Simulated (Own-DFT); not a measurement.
## Calculated data, GaP (zincblende, atoms displaced)

A calculation, not a measurement: plane-wave PBE density functional theory by an unreviewed code, no spin, of a simulated periodic cell, stress positive in tension, free energy of the whole cell less one offset for each atom, forces on such cells passed a denser k mesh, this cell's mesh not checked; offsets are fitted by least squares, one for each functional and potential file, so energies compare only between cells with the same atoms and settings and are not formation energies; the far tail of each file's local potential was reset to the Coulomb form; each entry is a single point on an unrelaxed cell, so the pressure reflects the starting lattice, mostly measured values (interpolated for alloys), from which strain is counted, and rises with the displacements; printed positions are rounded, which can move forces by about a meV/angstrom; the program, named Own-DFT, is a retired in-house code; no spin-orbit coupling. Program: Own-DFT development build.

Common to all runs: functional PBE; potential files PseudoDojo norm-conserving, scalar-relativistic, standard set; wave cutoff 42 hartree; occupations Fermi-Dirac; smearing width 0.1 eV; k mesh 2 x 3 x 3 centred on Gamma.

(1) GaP (zincblende, atoms displaced)

```cif
# cell vector a (Å): 16.3515 0.0000 0.0000
# cell vector b (Å): 0.0000 10.9010 0.0000
# cell vector c (Å): 0.0000 0.0000 10.9010
data_GaP
_symmetry_space_group_name_H-M 'P 1'
_symmetry_Int_Tables_number 1
_cell_length_a 16.3515
_cell_length_b 10.9010
_cell_length_c 10.9010
_cell_angle_alpha 90.000
_cell_angle_beta 90.000
_cell_angle_gamma 90.000
_cell_volume 1943.08
loop_
_atom_site_label
_atom_site_type_symbol
_atom_site_fract_x
_atom_site_fract_y
_atom_site_fract_z
_atom_site_occupancy
Ga1 Ga 0.99853 0.99722 0.00151 1
Ga2 Ga 0.00131 0.24881 0.24802 1
Ga3 Ga 0.16675 0.00310 0.24915 1
Ga4 Ga 0.16745 0.25033 0.00172 1
P1 P 0.08249 0.12311 0.12251 1
P2 P 0.08273 0.37219 0.37524 1
P3 P 0.24940 0.12740 0.37557 1
P4 P 0.24973 0.37538 0.12588 1
Ga5 Ga 0.00097 0.00147 0.49916 1
Ga6 Ga 0.99873 0.24895 0.74811 1
Ga7 Ga 0.16631 0.99899 0.75049 1
Ga8 Ga 0.16787 0.24829 0.50287 1
P5 P 0.08350 0.12655 0.62507 1
P6 P 0.08311 0.37257 0.87588 1
P7 P 0.25258 0.12238 0.87692 1
P8 P 0.25097 0.37232 0.62582 1
Ga9 Ga 0.99999 0.49932 0.00265 1
Ga10 Ga 0.99816 0.75222 0.24867 1
Ga11 Ga 0.16625 0.50050 0.25352 1
Ga12 Ga 0.16739 0.75277 0.00509 1
P9 P 0.08336 0.62565 0.12576 1
P10 P 0.08323 0.87211 0.37666 1
P11 P 0.24959 0.62261 0.37196 1
P12 P 0.24894 0.87444 0.12217 1
Ga13 Ga 0.00138 0.49857 0.49909 1
Ga14 Ga 0.00005 0.74886 0.74871 1
Ga15 Ga 0.16836 0.50235 0.74922 1
Ga16 Ga 0.16819 0.75085 0.49983 1
P13 P 0.08276 0.62478 0.62464 1
P14 P 0.08270 0.87520 0.87866 1
P15 P 0.25060 0.62222 0.87532 1
P16 P 0.24965 0.87531 0.62368 1
Ga17 Ga 0.33448 0.99791 0.00085 1
Ga18 Ga 0.33512 0.25044 0.24624 1
Ga19 Ga 0.50161 0.99701 0.25290 1
Ga20 Ga 0.49754 0.25101 0.99946 1
P17 P 0.41693 0.12490 0.12441 1
P18 P 0.41618 0.37339 0.37432 1
P19 P 0.58502 0.12450 0.37649 1
P20 P 0.58146 0.37608 0.12632 1
Ga21 Ga 0.33386 0.00144 0.49784 1
Ga22 Ga 0.33322 0.25162 0.74879 1
Ga23 Ga 0.49911 0.99954 0.74841 1
Ga24 Ga 0.50093 0.24984 0.50021 1
P21 P 0.41684 0.12312 0.62324 1
P22 P 0.41789 0.37635 0.87933 1
P23 P 0.58214 0.12703 0.87514 1
P24 P 0.58097 0.37455 0.62396 1
Ga25 Ga 0.33297 0.49850 0.00264 1
Ga26 Ga 0.33385 0.74876 0.24866 1
Ga27 Ga 0.49872 0.50045 0.25129 1
Ga28 Ga 0.50068 0.75024 0.00080 1
P25 P 0.41678 0.62752 0.12547 1
P26 P 0.41667 0.87560 0.37675 1
P27 P 0.58486 0.62415 0.37911 1
P28 P 0.58396 0.87347 0.12363 1
Ga29 Ga 0.33464 0.49924 0.49838 1
Ga30 Ga 0.33405 0.74996 0.74851 1
Ga31 Ga 0.50169 0.49883 0.75270 1
Ga32 Ga 0.50013 0.75116 0.50238 1
P29 P 0.41624 0.62508 0.62645 1
P30 P 0.41613 0.87716 0.87373 1
P31 P 0.58398 0.62482 0.87753 1
P32 P 0.58094 0.87719 0.62477 1
Ga33 Ga 0.66528 0.99873 0.00112 1
Ga34 Ga 0.66568 0.24909 0.24926 1
Ga35 Ga 0.83334 0.00091 0.25159 1
Ga36 Ga 0.83491 0.25106 0.00025 1
P33 P 0.74942 0.12531 0.12302 1
P34 P 0.74876 0.37596 0.37715 1
P35 P 0.91706 0.12530 0.37547 1
P36 P 0.91255 0.37675 0.12422 1
Ga37 Ga 0.66773 0.00276 0.50156 1
Ga38 Ga 0.66834 0.24740 0.75145 1
Ga39 Ga 0.83092 0.99750 0.74964 1
Ga40 Ga 0.83483 0.24916 0.50194 1
P37 P 0.74881 0.12303 0.62572 1
P38 P 0.74883 0.37540 0.87890 1
P39 P 0.92082 0.12587 0.87386 1
P40 P 0.91677 0.37402 0.62336 1
Ga41 Ga 0.66725 0.49891 0.99900 1
Ga42 Ga 0.66618 0.74604 0.25047 1
Ga43 Ga 0.83354 0.50093 0.24831 1
Ga44 Ga 0.83397 0.74900 0.00243 1
P41 P 0.75105 0.62169 0.12579 1
P42 P 0.74849 0.87273 0.37159 1
P43 P 0.91511 0.62931 0.37589 1
P44 P 0.91679 0.87555 0.12499 1
Ga45 Ga 0.66645 0.49958 0.49719 1
Ga46 Ga 0.66817 0.74894 0.75512 1
Ga47 Ga 0.83293 0.50231 0.75175 1
Ga48 Ga 0.83135 0.75500 0.50348 1
P45 P 0.74839 0.62573 0.62420 1
P46 P 0.74999 0.87303 0.87486 1
P47 P 0.91778 0.62670 0.87357 1
P48 P 0.91653 0.87241 0.62438 1
```

| Quantity | Value |
| --- | --- |
| free energy of cell above offsets | -53.561 eV |
| pressure | 2.72 GPa |
| stress xx | -2.72 GPa |
| stress yy | -2.73 GPa |
| stress zz | -2.72 GPa |
| stress yz | -0.23 GPa |
| stress xz | -0.08 GPa |
| stress xy | -0.09 GPa |

Force:
```tsv
element	x (eV/Å)	y (eV/Å)	z (eV/Å)
Ga	0.162	0.229	-0.212
Ga	-0.396	0.149	-0.119
Ga	-0.119	-0.37	0.216
Ga	0.022	-0.211	-0.301
P	0.105	0.143	0.138
P	0.274	0.057	0.05
P	0.303	-0.108	-0.323
P	-0.106	0.025	0.17
Ga	-0.057	-0.255	0.132
Ga	0.388	0.335	0.016
Ga	0.018	0.108	0.161
Ga	-0.184	0.2	-0.195
P	0.005	-0.305	0.109
P	0.072	0.292	-0.196
P	-0.349	0.315	-0.212
P	-0.122	0.561	-0.197
Ga	0.004	0.01	-0.303
Ga	0.273	-0.272	0.242
Ga	-0.261	-0.266	-0.382
Ga	-0.244	-0.63	-0.753
P	-0.068	-0.057	0.187
P	0.102	0.435	-0.371
P	0.294	0.348	0.509
P	0.484	0.365	0.754
Ga	-0.354	0.256	-0.157
Ga	0.177	0.217	0.176
Ga	-0.358	-0.415	0.104
Ga	-0.133	-0.322	-0.035
P	0.327	-0.02	-0.093
P	0.089	-0.223	-0.419
P	0.025	0.582	0.221
P	0.194	0.075	0.105
Ga	-0.046	0.1	0.023
Ga	-0.336	-0.083	0.291
Ga	-0.074	0.278	-0.225
Ga	0.468	-0.128	0.242
P	0.219	-0.401	0.215
P	0.19	0.017	0.031
P	-0.236	0.049	-0.147
P	0.159	-0.088	-0.154
Ga	-0.262	-0.033	0.12
Ga	0.376	-0.329	0.385
Ga	0.076	0.259	0.216
Ga	-0.24	-0.174	-0.149
P	-0.087	0.395	0.128
P	-0.426	0.015	-0.588
P	0.007	-0.313	0.042
P	0.69	0.007	0.264
Ga	0.073	0.225	-0.083
Ga	-0.195	0.322	0.143
Ga	0.166	0.154	0.116
Ga	-0.24	0.11	-0.263
P	0.058	-0.314	-0.098
P	-0.078	-0.306	-0.252
P	-0.63	0.203	-0.452
P	-0.057	-0.067	0.401
Ga	-0.21	-0.001	0.156
Ga	-0.283	0.029	0.235
Ga	-0.235	0.168	-0.104
Ga	-0.066	-0.194	-0.097
P	0.266	-0.233	-0.108
P	0.227	-0.435	0.123
P	-0.048	0.004	-0.105
P	0.775	-0.265	0.259
Ga	0.136	0.195	-0.335
Ga	0.122	0.22	0.021
Ga	-0.151	-0.017	-0.164
Ga	-0.19	-0.387	-0.311
P	0.183	-0.06	0.144
P	0.412	-0.363	-0.37
P	0.008	0.019	-0.112
P	0.911	-0.22	0.293
Ga	-0.229	-0.615	-0.259
Ga	-0.398	0.421	-0.075
Ga	0.602	0.184	0.142
Ga	-0.401	0.026	-0.194
P	0.491	0.286	0.026
P	0.397	-0.196	-0.613
P	-0.994	-0.372	0.119
P	-0.092	0.347	0.351
Ga	-0.299	0.061	0.462
Ga	-0.016	0.01	-0.211
Ga	-0.074	-0.006	0.736
Ga	-0.044	-0.042	-0.211
P	-0.315	0.34	-0.218
P	0.071	0.421	0.403
P	0.084	-0.381	0.077
P	-0.36	0.093	0.113
Ga	-0.023	-0.152	0.629
Ga	-0.499	0.085	-0.641
Ga	-0.061	-0.213	-0.18
Ga	-0.066	-0.434	-0.402
P	0.09	-0.112	0.16
P	0.061	0.23	0.512
P	-0.082	-0.224	0.355
P	0.158	0.64	0.171
```

(2) GaP (zincblende, atoms displaced)

```cif
# cell vector a (Å): 16.3515 0.0000 0.0000
# cell vector b (Å): 0.0000 10.9010 0.0000
# cell vector c (Å): 0.0000 0.0000 10.9010
data_GaP
_symmetry_space_group_name_H-M 'P 1'
_symmetry_Int_Tables_number 1
_cell_length_a 16.3515
_cell_length_b 10.9010
_cell_length_c 10.9010
_cell_angle_alpha 90.000
_cell_angle_beta 90.000
_cell_angle_gamma 90.000
_cell_volume 1943.08
loop_
_atom_site_label
_atom_site_type_symbol
_atom_site_fract_x
_atom_site_fract_y
_atom_site_fract_z
_atom_site_occupancy
Ga1 Ga 0.00173 0.00305 0.00096 1
Ga2 Ga 0.00033 0.24904 0.25000 1
Ga3 Ga 0.16721 0.99825 0.25019 1
Ga4 Ga 0.16688 0.24856 0.99883 1
P1 P 0.08133 0.12738 0.12549 1
P2 P 0.08276 0.37786 0.37646 1
P3 P 0.25026 0.12719 0.37467 1
P4 P 0.24868 0.37455 0.12632 1
Ga5 Ga 0.00027 0.00085 0.50100 1
Ga6 Ga 0.99938 0.25011 0.74927 1
Ga7 Ga 0.16769 0.00096 0.74978 1
Ga8 Ga 0.16777 0.24718 0.50295 1
P5 P 0.08163 0.12181 0.62374 1
P6 P 0.08406 0.37856 0.87388 1
P7 P 0.24924 0.12908 0.87211 1
P8 P 0.24803 0.37633 0.62509 1
Ga9 Ga 0.99922 0.50369 0.00006 1
Ga10 Ga 0.99979 0.75230 0.25140 1
Ga11 Ga 0.16675 0.49955 0.25343 1
Ga12 Ga 0.16605 0.75155 0.00377 1
P9 P 0.08219 0.62503 0.12485 1
P10 P 0.08290 0.87654 0.37355 1
P11 P 0.24825 0.62541 0.37444 1
P12 P 0.24935 0.87365 0.12558 1
Ga13 Ga 0.00251 0.49918 0.49836 1
Ga14 Ga 0.99884 0.74741 0.75074 1
Ga15 Ga 0.16608 0.50124 0.74711 1
Ga16 Ga 0.16822 0.75097 0.49753 1
P13 P 0.08474 0.62157 0.62508 1
P14 P 0.08137 0.87771 0.87934 1
P15 P 0.24929 0.62413 0.87098 1
P16 P 0.24963 0.87510 0.62723 1
Ga17 Ga 0.33405 0.99594 0.00142 1
Ga18 Ga 0.33400 0.24996 0.25202 1
Ga19 Ga 0.50127 0.00225 0.24836 1
Ga20 Ga 0.50148 0.25011 0.00160 1
P17 P 0.41531 0.12832 0.12799 1
P18 P 0.41509 0.37445 0.37835 1
P19 P 0.58360 0.12833 0.37397 1
P20 P 0.58480 0.37808 0.12321 1
Ga21 Ga 0.33497 0.00267 0.49844 1
Ga22 Ga 0.33270 0.25265 0.74783 1
Ga23 Ga 0.49826 0.00400 0.74695 1
Ga24 Ga 0.50038 0.25128 0.50068 1
P21 P 0.41682 0.12690 0.62525 1
P22 P 0.41873 0.37806 0.87389 1
P23 P 0.58630 0.12854 0.87652 1
P24 P 0.58240 0.37564 0.62714 1
Ga25 Ga 0.33245 0.49791 0.00284 1
Ga26 Ga 0.33470 0.74900 0.25034 1
Ga27 Ga 0.50167 0.49942 0.25307 1
Ga28 Ga 0.50120 0.74916 0.99833 1
P25 P 0.41695 0.62275 0.12435 1
P26 P 0.41720 0.87524 0.37650 1
P27 P 0.58206 0.62399 0.37564 1
P28 P 0.58273 0.87301 0.12377 1
Ga29 Ga 0.33491 0.50006 0.50049 1
Ga30 Ga 0.33390 0.74889 0.75025 1
Ga31 Ga 0.50035 0.49883 0.74875 1
Ga32 Ga 0.49781 0.75107 0.49691 1
P29 P 0.41633 0.62198 0.62449 1
P30 P 0.41518 0.87457 0.87462 1
P31 P 0.58453 0.62297 0.87516 1
P32 P 0.58538 0.87542 0.62577 1
Ga33 Ga 0.66546 0.00261 0.99774 1
Ga34 Ga 0.66596 0.25173 0.24894 1
Ga35 Ga 0.83133 0.99598 0.25247 1
Ga36 Ga 0.83258 0.24828 0.99867 1
P33 P 0.75122 0.12511 0.12396 1
P34 P 0.74927 0.37345 0.37323 1
P35 P 0.91712 0.12743 0.37448 1
P36 P 0.91699 0.37619 0.12459 1
Ga37 Ga 0.66656 0.00383 0.49785 1
Ga38 Ga 0.66841 0.25100 0.75257 1
Ga39 Ga 0.83373 0.00142 0.75113 1
Ga40 Ga 0.83518 0.25026 0.50393 1
P37 P 0.75284 0.12608 0.62457 1
P38 P 0.75323 0.37497 0.87351 1
P39 P 0.91820 0.12523 0.87497 1
P40 P 0.91663 0.37293 0.62664 1
Ga41 Ga 0.66666 0.50254 0.00147 1
Ga42 Ga 0.66623 0.75233 0.24767 1
Ga43 Ga 0.83504 0.50006 0.24971 1
Ga44 Ga 0.83307 0.75103 0.99595 1
P41 P 0.74900 0.62496 0.12495 1
P42 P 0.75092 0.87562 0.37164 1
P43 P 0.91662 0.62514 0.37456 1
P44 P 0.91662 0.87083 0.12635 1
Ga45 Ga 0.66625 0.50278 0.49832 1
Ga46 Ga 0.66688 0.75099 0.74924 1
Ga47 Ga 0.83323 0.49814 0.74947 1
Ga48 Ga 0.83386 0.74974 0.49819 1
P45 P 0.75084 0.62732 0.62495 1
P46 P 0.75025 0.87511 0.87753 1
P47 P 0.91552 0.62177 0.87493 1
P48 P 0.91590 0.87448 0.62645 1
```

| Property | Result |
| --- | --- |
| free energy of cell above offsets | -53.473 eV |
| pressure | 2.74 GPa |
| stress xx | -2.74 GPa |
| stress yy | -2.74 GPa |
| stress zz | -2.75 GPa |
| stress yz | -0.14 GPa |
| stress xz | -0.02 GPa |
| stress xy | 0.04 GPa |

Force:
```tsv
element	x (eV/Å)	y (eV/Å)	z (eV/Å)
Ga	-0.617	-0.282	0.268
Ga	-0.13	0.509	0.106
Ga	-0.134	0.406	-0.107
Ga	-0.273	0.331	0.056
P	0.693	-0.219	0.078
P	0.358	-0.838	-0.155
P	-0.062	-0.35	-0.002
P	0.109	-0.157	0.1
Ga	-0.376	-0.235	-0.266
Ga	0.364	0.035	0.192
Ga	-0.399	-0.127	0.196
Ga	-0.418	0.255	-0.203
P	0.374	0.385	0.324
P	-0.21	-0.305	0.123
P	0.44	-0.552	0.361
P	0.395	-0.049	-0.191
Ga	0.142	-0.426	-0.002
Ga	0.081	-0.361	-0.104
Ga	-0.245	0.084	-0.45
Ga	-0.071	-0.322	-0.57
P	0.229	0.046	0.368
P	0.09	-0.093	0.328
P	0.667	-0.059	0.078
P	0.315	0.092	0.174
Ga	-0.645	0.16	0.375
Ga	0.252	0.11	0.036
Ga	0.115	-0.188	0.36
Ga	-0.374	0.078	0.347
P	-0.304	0.781	-0.291
P	0.436	-0.361	-0.561
P	0.032	0.129	0.698
P	0.319	0.081	-0.414
Ga	-0.321	0.635	-0.117
Ga	-0.305	0.348	-0.063
Ga	-0.15	-0.173	0.121
Ga	-0.201	0.199	-0.102
P	0.287	-0.429	-0.463
P	0.425	0.039	-0.375
P	-0.125	-0.135	0.012
P	-0.286	-0.257	0.287
Ga	-0.355	-0.223	0.272
Ga	0.168	0.207	0.224
Ga	0.495	-0.329	0.489
Ga	0.005	0.015	0.065
P	-0.164	0.15	-0.22
P	-0.399	-0.482	0.294
P	-0.739	-0.29	-0.35
P	0.521	-0.12	-0.283
Ga	-0.066	0.153	-0.435
Ga	-0.113	-0.049	-0.026
Ga	-0.387	-0.177	-0.269
Ga	-0.286	-0.127	-0.037
P	0.15	0.153	0.153
P	-0.113	0.318	-0.487
P	0.252	0.552	-0.114
P	0.004	0.504	-0.098
Ga	-0.666	0.042	-0.029
Ga	-0.138	-0.082	-0.146
Ga	0.062	0.301	0.141
Ga	0.429	-0.199	0.596
P	0.217	0.515	0.087
P	0.549	0.059	-0.095
P	-0.147	0.26	-0.322
P	-0.534	0.181	-0.328
Ga	0.308	-0.32	0.433
Ga	0.25	-0.083	-0.252
Ga	0.701	0.589	-0.551
Ga	0.412	0.17	0.129
P	-0.329	-0.159	0.237
P	0.301	0.238	0.393
P	-0.212	-0.434	0.088
P	0.017	-0.249	-0.129
Ga	0.262	-0.232	0.143
Ga	0.113	0.126	-0.414
Ga	0.006	-0.19	0.097
Ga	-0.194	0.133	-0.597
P	-0.558	-0.129	0.148
P	-0.645	0.173	0.405
P	-0.169	-0.017	0.094
P	0.274	0.535	-0.282
Ga	0.403	-0.289	-0.34
Ga	0	-0.36	0.227
Ga	-0.36	-0.052	-0.017
Ga	0.075	-0.321	0.5
P	0.385	0.187	0.026
P	-0.616	-0.277	0.696
P	0.229	-0.063	0.164
P	-0.08	0.645	-0.325
Ga	0.18	-0.337	0.257
Ga	0.145	-0.092	0.274
Ga	0.09	0.214	-0.244
Ga	-0.01	0.128	0.095
P	-0.091	-0.262	-0.077
P	-0.206	0.269	-0.455
P	-0.041	0.331	-0.154
P	0.134	0.012	-0.197
```

(3) GaP (zincblende, atoms displaced)

```cif
# cell vector a (Å): 16.3515 0.0000 0.0000
# cell vector b (Å): 0.0000 10.9010 0.0000
# cell vector c (Å): 0.0000 0.0000 10.9010
data_GaP
_symmetry_space_group_name_H-M 'P 1'
_symmetry_Int_Tables_number 1
_cell_length_a 16.3515
_cell_length_b 10.9010
_cell_length_c 10.9010
_cell_angle_alpha 90.000
_cell_angle_beta 90.000
_cell_angle_gamma 90.000
_cell_volume 1943.08
loop_
_atom_site_label
_atom_site_type_symbol
_atom_site_fract_x
_atom_site_fract_y
_atom_site_fract_z
_atom_site_occupancy
Ga1 Ga 0.99821 0.00336 0.00166 1
Ga2 Ga 0.00184 0.25205 0.24939 1
Ga3 Ga 0.16489 0.99663 0.24973 1
Ga4 Ga 0.16827 0.25067 0.00039 1
P1 P 0.08589 0.12359 0.12819 1
P2 P 0.08552 0.37667 0.37618 1
P3 P 0.24942 0.12574 0.37706 1
P4 P 0.24993 0.37560 0.12288 1
Ga5 Ga 0.99985 0.00055 0.50011 1
Ga6 Ga 0.99900 0.25186 0.75092 1
Ga7 Ga 0.16484 0.99994 0.74639 1
Ga8 Ga 0.16620 0.24657 0.49934 1
P5 P 0.08364 0.12514 0.62576 1
P6 P 0.08213 0.37522 0.87606 1
P7 P 0.25075 0.12240 0.87164 1
P8 P 0.24874 0.37585 0.62499 1
Ga9 Ga 0.00062 0.49706 0.00175 1
Ga10 Ga 0.00094 0.75078 0.24914 1
Ga11 Ga 0.16552 0.49961 0.25022 1
Ga12 Ga 0.16507 0.75208 0.00292 1
P9 P 0.08227 0.62590 0.12118 1
P10 P 0.08203 0.87535 0.37422 1
P11 P 0.24934 0.62514 0.37715 1
P12 P 0.25135 0.87682 0.12693 1
Ga13 Ga 0.99920 0.50050 0.49906 1
Ga14 Ga 0.00270 0.75218 0.74900 1
Ga15 Ga 0.16712 0.49827 0.74965 1
Ga16 Ga 0.16743 0.74911 0.49994 1
P13 P 0.08386 0.62422 0.62434 1
P14 P 0.08278 0.87516 0.87179 1
P15 P 0.25012 0.62452 0.87267 1
P16 P 0.25042 0.87309 0.62516 1
Ga17 Ga 0.33375 0.99946 0.99887 1
Ga18 Ga 0.33397 0.25368 0.25060 1
Ga19 Ga 0.49916 0.99965 0.24970 1
Ga20 Ga 0.50077 0.25036 0.00257 1
P17 P 0.41578 0.12554 0.12324 1
P18 P 0.41718 0.37489 0.37350 1
P19 P 0.58176 0.12455 0.37459 1
P20 P 0.58311 0.37283 0.12659 1
Ga21 Ga 0.33228 0.00188 0.50011 1
Ga22 Ga 0.33179 0.25158 0.74711 1
Ga23 Ga 0.50191 0.99996 0.74845 1
Ga24 Ga 0.49868 0.25082 0.50352 1
P21 P 0.41617 0.12839 0.62344 1
P22 P 0.41439 0.37630 0.87427 1
P23 P 0.58452 0.12708 0.87395 1
P24 P 0.58308 0.37463 0.62398 1
Ga25 Ga 0.33215 0.49927 0.99943 1
Ga26 Ga 0.33196 0.75339 0.25413 1
Ga27 Ga 0.50141 0.50031 0.24855 1
Ga28 Ga 0.49865 0.75107 0.00061 1
P25 P 0.41774 0.62305 0.12751 1
P26 P 0.41634 0.87040 0.37660 1
P27 P 0.58320 0.62747 0.37505 1
P28 P 0.58110 0.87304 0.12746 1
Ga29 Ga 0.33583 0.49844 0.50113 1
Ga30 Ga 0.33418 0.75109 0.75160 1
Ga31 Ga 0.50123 0.49808 0.74963 1
Ga32 Ga 0.49917 0.74898 0.50110 1
P29 P 0.41843 0.62506 0.62315 1
P30 P 0.41763 0.87576 0.87483 1
P31 P 0.58222 0.62551 0.87595 1
P32 P 0.58280 0.87767 0.62424 1
Ga33 Ga 0.66663 0.99972 0.99839 1
Ga34 Ga 0.66924 0.24925 0.25204 1
Ga35 Ga 0.83406 0.00169 0.25106 1
Ga36 Ga 0.83445 0.25022 0.00161 1
P33 P 0.74992 0.12248 0.12400 1
P34 P 0.75216 0.37410 0.37619 1
P35 P 0.91671 0.12744 0.37662 1
P36 P 0.91646 0.37651 0.12609 1
Ga37 Ga 0.66478 0.00239 0.50213 1
Ga38 Ga 0.66536 0.24601 0.75039 1
Ga39 Ga 0.83539 0.99896 0.74995 1
Ga40 Ga 0.83284 0.25117 0.50205 1
P37 P 0.74963 0.12352 0.62516 1
P38 P 0.75025 0.37732 0.87596 1
P39 P 0.91668 0.12698 0.87927 1
P40 P 0.91530 0.37407 0.62521 1
Ga41 Ga 0.66431 0.49935 0.99856 1
Ga42 Ga 0.66703 0.74784 0.24922 1
Ga43 Ga 0.83353 0.49904 0.24805 1
Ga44 Ga 0.83270 0.74864 0.00350 1
P41 P 0.75070 0.62481 0.12445 1
P42 P 0.74961 0.87855 0.37346 1
P43 P 0.91746 0.62571 0.37430 1
P44 P 0.91843 0.87135 0.12521 1
Ga45 Ga 0.66540 0.49951 0.50055 1
Ga46 Ga 0.66731 0.74908 0.74758 1
Ga47 Ga 0.83373 0.49643 0.74937 1
Ga48 Ga 0.83219 0.74963 0.50006 1
P45 P 0.74900 0.62191 0.62713 1
P46 P 0.74958 0.87545 0.87455 1
P47 P 0.91643 0.62292 0.87426 1
P48 P 0.91641 0.87464 0.62561 1
```

| Property | Result |
| --- | --- |
| pressure | ? |
| stress zz | ? |

Question: GaP (zincblende, atoms displaced) (entry 3): pressure?
Answer: 2.7 GPa

Question: GaP (zincblende, atoms displaced) (entry 3): stress zz?
Answer: -2.7 GPa

Question: Give the table of force values for GaP (zincblende, atoms displaced) (entry 3).
Answer: 
Force:
```tsv
element	x (eV/Å)	y (eV/Å)	z (eV/Å)
Ga	0.49	-0.399	0.021
Ga	-0.073	-0.084	0.21
Ga	0.46	0.243	0.339
Ga	-0.126	-0.348	-0.276
P	-0.382	0.287	-0.467
P	-0.412	-0.237	0.034
P	0.066	-0.169	-0.607
P	-0.052	0.056	0.391
Ga	-0.12	0.028	0.031
Ga	0.084	-0.207	0.012
Ga	0.386	-0.199	0.253
Ga	0.072	0.386	0.184
P	-0.42	0.163	-0.102
P	0.367	-0.162	-0.067
P	-0.233	0.189	0.158
P	0.092	-0.16	-0.321
Ga	-0.329	0.361	-0.314
Ga	0.006	-0.271	0.086
Ga	0.256	0.334	-0.234
Ga	0.428	0.009	-0.504
P	0.144	-0.21	0.571
P	0.208	-0.19	0.311
P	0.189	-0.268	-0.242
P	-0.221	-0.158	-0.241
Ga	0.093	-0.049	0.122
Ga	-0.51	-0.51	0.018
Ga	-0.219	0.193	0.109
Ga	-0.219	0.123	-0.001
P	-0.071	-0.021	0.031
P	0.077	0.42	0.64
P	-0.171	0.246	0.408
P	-0.04	0.262	-0.03
Ga	-0.056	0.107	-0.062
Ga	-0.249	-0.384	-0.126
Ga	-0.238	-0.066	0.125
Ga	-0.294	0.05	-0.459
P	0.03	-0.045	0.282
P	0.211	0.151	0.188
P	0.078	0.272	0.13
P	0.372	0.125	0.047
Ga	0.217	-0.292	0.013
Ga	0.098	-0.075	0.247
Ga	-0.38	0.358	0.148
Ga	0.199	0.007	-0.578
P	-0.035	-0.519	0.365
P	0.439	-0.3	0.042
P	-0.471	-0.341	0.372
P	0.151	-0.169	0.206
Ga	0.213	0.369	0.051
Ga	0.118	-0.658	-0.317
Ga	-0.009	-0.02	0.268
Ga	0.014	-0.243	0.097
P	-0.568	0.341	-0.219
P	0.045	0.852	0.073
P	0.078	-0.339	0.069
P	0.452	0.229	-0.365
Ga	-0.34	0.133	-0.139
Ga	0.062	-0.211	-0.204
Ga	-0.244	0.165	0.123
Ga	0.287	0.175	-0.063
P	-0.217	-0.109	0.512
P	0	0.071	-0.077
P	0.057	0.14	-0.213
P	0.104	-0.55	-0.01
Ga	-0.258	-0.207	0.207
Ga	-0.232	-0.136	-0.064
Ga	0.212	-0.174	-0.166
Ga	-0.423	0.179	0.04
P	0.117	0.247	0.062
P	-0.34	0.296	-0.048
P	0.129	0.021	-0.153
P	0.212	-0.329	-0.017
Ga	0.192	-0.11	-0.425
Ga	0.504	0.638	-0.14
Ga	-0.23	0.179	0.223
Ga	-0.009	-0.321	-0.039
P	0.191	0.112	0.135
P	-0.2	-0.552	-0.076
P	-0.059	-0.071	-0.576
P	0.362	0.073	-0.126
Ga	0.208	0.071	0.209
Ga	0.102	0.31	0.077
Ga	-0.012	0.255	0.331
Ga	0.194	0.094	-0.589
P	-0.407	-0.32	0.072
P	-0.142	-0.316	0.284
P	-0.228	-0.02	-0.059
P	-0.379	0.575	0.044
Ga	0.146	0.053	-0.248
Ga	-0.236	0.133	0.289
Ga	-0.053	0.372	0.221
Ga	-0.108	0.025	-0.06
P	0.237	0.111	-0.345
P	0.209	-0.209	0.028
P	0.173	0.228	0.034
P	0.182	-0.089	-0.176
```

Further results for GaP (zincblende, atoms displaced) (entry 3):

| Quantity | Value |
| --- | --- |
| free energy of cell above offsets | -53.664 eV |
| stress xx | -2.71 GPa |
| stress yy | -2.7 GPa |
| stress yz | 0.01 GPa |
| stress xz | 0.03 GPa |
| stress xy | -0.06 GPa |
